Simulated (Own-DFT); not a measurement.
# How strain changes the stress of hcp Hf, 36 atoms (Hf36)

All numbers below are calculated, not measured. The program, named Own-DFT, is a retired in-house plane-wave density functional code that no person has reviewed. Each row is one single-point run on a periodic cell that was not relaxed, without spin or spin-orbit coupling.

Settings of every run: PBE; PseudoDojo norm-conserving scalar-relativistic files; cutoff 42 hartree; 4 x 4 x 4 k mesh centred on Gamma; cold (Marzari-Vanderbilt) smearing of 0.2 eV.

Known limits: hafnium file: forces about 75 meV/angstrom off all-electron values; forces on such cells passed a denser k mesh, each cell not checked; stress not checked against mesh or cutoff.

Unstrained cell vectors in Å: (9.589, 0.000, 0.000); (-4.795, 8.304, 0.000); (0.000, 0.000, 10.102). The unstrained cell has measured lattice constants (interpolated for alloys), not those of this functional. That, the random moves and any unrelaxed bonds set the pressure at no strain. Each run strains this cell uniformly, with the atoms carried along. Every atom was also moved at random, by a Gaussian of width 0.05 Å on each axis. Strain is the symmetric tensor, in per cent. Stress is positive in tension, and the pressure is minus a third of its trace.

```
run,e_xx (%),e_yy (%),e_zz (%),e_yz (%),e_xz (%),e_xy (%),s_xx (GPa),s_yy (GPa),s_zz (GPa),s_yz (GPa),s_xz (GPa),s_xy (GPa),P (GPa),E (meV/atom)
1,-0.05,1.88,-1.91,-1.64,1.95,-1.38,-1.57,0.85,-4.65,-1.51,1.97,-1.53,1.79,22.3
2,-0.58,1.69,-1.47,-0.67,-1.69,1.16,-2.49,0.64,-4.09,-0.55,-1.72,1.90,1.98,13.2
3,-0.61,1.01,0.48,-1.59,0.08,1.95,-1.35,0.29,-0.50,-1.57,0.13,2.27,0.52,12.0
4,0.95,-0.59,-1.46,0.16,-1.96,0.99,-0.83,-2.83,-4.37,0.18,-1.99,1.28,2.68,6.9
5,1.65,-0.26,0.45,0.59,-1.22,1.21,2.00,-0.45,0.37,0.69,-1.24,1.70,-0.64,0.0
6,-1.80,-1.32,0.79,-1.31,-1.12,1.57,-5.46,-4.86,-2.35,-1.10,-1.00,2.27,4.22,25.4
7,0.84,-0.22,1.95,1.11,-0.25,-1.28,1.61,0.10,2.68,1.10,-0.21,-1.58,-1.46,2.1
8,1.79,-1.42,-0.76,-1.12,-0.89,1.19,0.62,-3.72,-2.87,-1.21,-0.77,1.58,1.99,11.9
9,1.26,-0.44,1.85,1.24,1.48,-0.22,1.95,0.09,2.55,1.18,1.38,-0.36,-1.53,2.1
10,0.53,-1.55,0.89,0.39,-1.85,-0.51,-0.76,-3.49,-0.75,0.30,-1.69,-0.81,1.67,19.6
11,1.60,0.69,0.95,-1.19,0.00,0.93,2.64,1.73,1.80,-1.22,0.05,1.26,-2.06,4.9
12,-1.49,2.00,-1.53,-0.20,-0.86,0.70,-4.18,0.45,-4.23,-0.22,-0.93,0.64,2.65,5.8
13,-0.37,0.71,-1.77,-0.27,-1.53,-1.69,-2.72,-1.68,-5.21,-0.43,-1.63,-2.19,3.20,14.2
14,-0.59,1.89,0.16,0.40,-1.47,1.66,-1.07,1.72,-0.30,0.32,-1.47,2.03,-0.11,7.6
15,0.06,-0.06,1.05,-1.80,0.42,-1.63,-0.40,-0.64,0.57,-1.66,0.34,-2.19,0.16,2.6
16,-0.66,0.88,-0.51,-1.44,-0.62,-1.67,?,?,?,?,?,?,?,?
```

E is the free energy for each atom above the lowest run shown.

## Worked fit

Each stress component was fitted by least squares to a constant and the strains of the runs shown, as fractions, with shears doubled. Shear strains stay in the fit of a normal stress only where such slopes are resolved. The slopes, in GPa:

| stress | at no strain | per e_xx | per e_yy | per e_zz | scatter |
|---|---|---|---|---|---|
| s_xx | -1.4 | 197 ± 4 | 68 ± 4 | 69 ± 4 | 0.16 |
| s_yy | -1.5 | 73 ± 4 | 198 ± 4 | 71 ± 4 | 0.16 |
| s_zz | -1.7 | 71 ± 5 | 70 ± 5 | 205 ± 4 | 0.18 |

Each shear stress against twice its own strain: yz 48 ± 2, xz 50 ± 1, xy 65 ± 3 GPa. These are stiffnesses along x, y and z of the frame in which the cell vectors are given, which need not be the crystal's axes. The atoms are held to the strained lattice; where symmetry lets them move under strain, relaxing them would lower some slopes. The table should be nearly symmetric about its diagonal, and what it lacks of that shows the noise. A ninth of its sum, 114 ± 1 GPa, estimates the bulk modulus near the mean pressure of these runs, 1.0 GPa.

## Withheld run

Question: what normal stresses and pressure should run 16 give?

The fit gives s_xx = -2.4, s_yy = -0.6, s_zz = -2.6 and P = 1.9 GPa. The calculation gave -2.32, -0.57, -2.63 and P = 1.84 GPa.
